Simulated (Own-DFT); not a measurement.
# Strain and stress in 4H SiC, 32 atoms (C16Si16)

All numbers below are calculated, not measured. The program, named Own-DFT, is a retired in-house plane-wave density functional code that no person has reviewed. Each row is one single-point run on a periodic cell that was not relaxed, without spin or spin-orbit coupling.

Settings of every run: PBE; PseudoDojo norm-conserving scalar-relativistic files; cutoff 42 hartree; 5 x 5 x 3 k mesh centred on Gamma; Fermi-Dirac smearing of 0.1 eV.

Known limits: forces on such cells passed a denser k mesh, each cell not checked; stress not checked against mesh or cutoff.

Unstrained cell vectors in Å: (6.165, 0.000, 0.000); (-3.083, 5.339, 0.000); (0.000, 0.000, 10.068). The unstrained cell has measured lattice constants (interpolated for alloys), not those of this functional. That, the random moves and any unrelaxed bonds set the pressure at no strain. Each run strains this cell uniformly, with the atoms carried along. Every atom was also moved at random, by a Gaussian of width 0.05 Å on each axis. Strain is the symmetric tensor, in per cent. Stress is positive in tension, and the pressure is minus a third of its trace.

```
run  e_xx (%)  e_yy (%)  e_zz (%)  e_yz (%)  e_xz (%)  e_xy (%)  s_xx (GPa)  s_yy (GPa)  s_zz (GPa)  s_yz (GPa)  s_xz (GPa)  s_xy (GPa)  P (GPa)  E (meV/atom)
  1      1.43      1.75      1.25     -0.22     -1.13     -1.13        2.97        4.06        2.68        0.42       -3.76       -6.00    -3.24          34.8
  2     -1.57      1.41      0.50     -1.25     -0.57     -1.74      -12.77        0.24       -4.43       -3.63       -2.95       -6.73     5.65          71.9
  3      0.92     -1.27     -0.15     -0.80      0.63      0.47       -0.29      -10.17       -8.89       -1.01        3.03        0.23     6.45          31.8
  4     -1.43      0.89     -1.11      1.93     -1.95     -1.99      -15.09       -1.26      -14.77        7.65       -9.48       -6.78    10.37          84.2
  5     -0.18     -1.35      0.14     -0.70      1.46     -1.26       -9.11      -10.23       -6.81       -1.09        6.48       -6.37     8.72          34.9
  6     -1.70      0.25      0.07      0.86     -1.42      0.43      -15.84       -8.77       -2.67        1.13       -5.47        1.14     9.09          44.1
  7     -0.65      1.36     -0.26     -1.25     -0.75      1.43       -4.62        3.39      -11.31       -3.24       -1.00        4.13     4.18          31.8
  8      1.89     -0.20     -0.89      1.18      1.72     -0.93        5.80       -3.73      -12.62        3.47        5.61       -3.60     3.52          28.3
  9     -1.01     -0.25      1.30      1.58      1.90      1.38      -10.76       -5.78       -0.39        5.79        6.64        6.39     5.64          31.5
 10      0.52      0.23     -1.43      1.18      0.93     -0.99       -2.27       -4.27      -16.56        4.21        3.85       -5.66     7.70          47.4
 11     -0.71      1.69      1.11     -1.09     -0.18     -1.95       -6.81        4.41       -0.45       -4.01       -0.28      -10.36     0.95          16.1
 12     -1.80      1.77     -0.41     -0.41     -0.98      1.28      -11.70        2.08      -11.04       -0.96       -2.77        7.31     6.89          39.1
 13      0.55     -1.78     -1.52      1.76      1.32      1.00      -10.11      -13.63      -11.83        6.66        4.42        5.86    11.85          46.4
 14      0.91      1.45      0.55     -0.56     -0.63      1.86        3.45        2.81       -2.18       -1.83       -1.95        7.30    -1.36           0.0
 15      1.12      1.83     -1.12     -0.39      1.58      1.55        3.11        5.17      -12.02       -0.26        4.63        6.40     1.25          22.8
 16     -1.88     -0.35     -0.39     -1.75      1.53      1.56           ?           ?           ?           ?           ?           ?        ?             ?
```

E is the free energy for each atom above the lowest run shown.

## Worked fit

Each stress component was fitted by least squares to a constant and the strains of the runs shown, as fractions, with shears doubled. Shear strains stay in the fit of a normal stress only where such slopes are resolved. The slopes, in GPa:

```
stress  at no strain  per e_xx  per e_yy  per e_zz  scatter
  s_xx          -5.8  578 ± 47  182 ± 48   51 ± 63     2.12
  s_yy          -4.8   96 ± 34  489 ± 35   22 ± 46     1.54
  s_zz          -6.6   38 ± 49  -18 ± 50  603 ± 65     2.21
```

Each shear stress against twice its own strain: yz 153 ± 14, xz 178 ± 14, xy 218 ± 13 GPa. These are stiffnesses along x, y and z of the frame in which the cell vectors are given, which need not be the crystal's axes. The atoms are held to the strained lattice; where symmetry lets them move under strain, relaxing them would lower some slopes. The table should be nearly symmetric about its diagonal, and what it lacks of that shows the noise. A ninth of its sum, 227 ± 7 GPa, estimates the bulk modulus near the mean pressure of these runs, 5.2 GPa, so it lies above the value at zero pressure.

## Withheld run

Question: what normal stresses and pressure should run 16 give?

The fit gives s_xx = -17.5, s_yy = -8.4, s_zz = -9.6 and P = 11.8 GPa. The calculation gave -19.24, -7.91, -14.32 and P = 13.82 GPa.
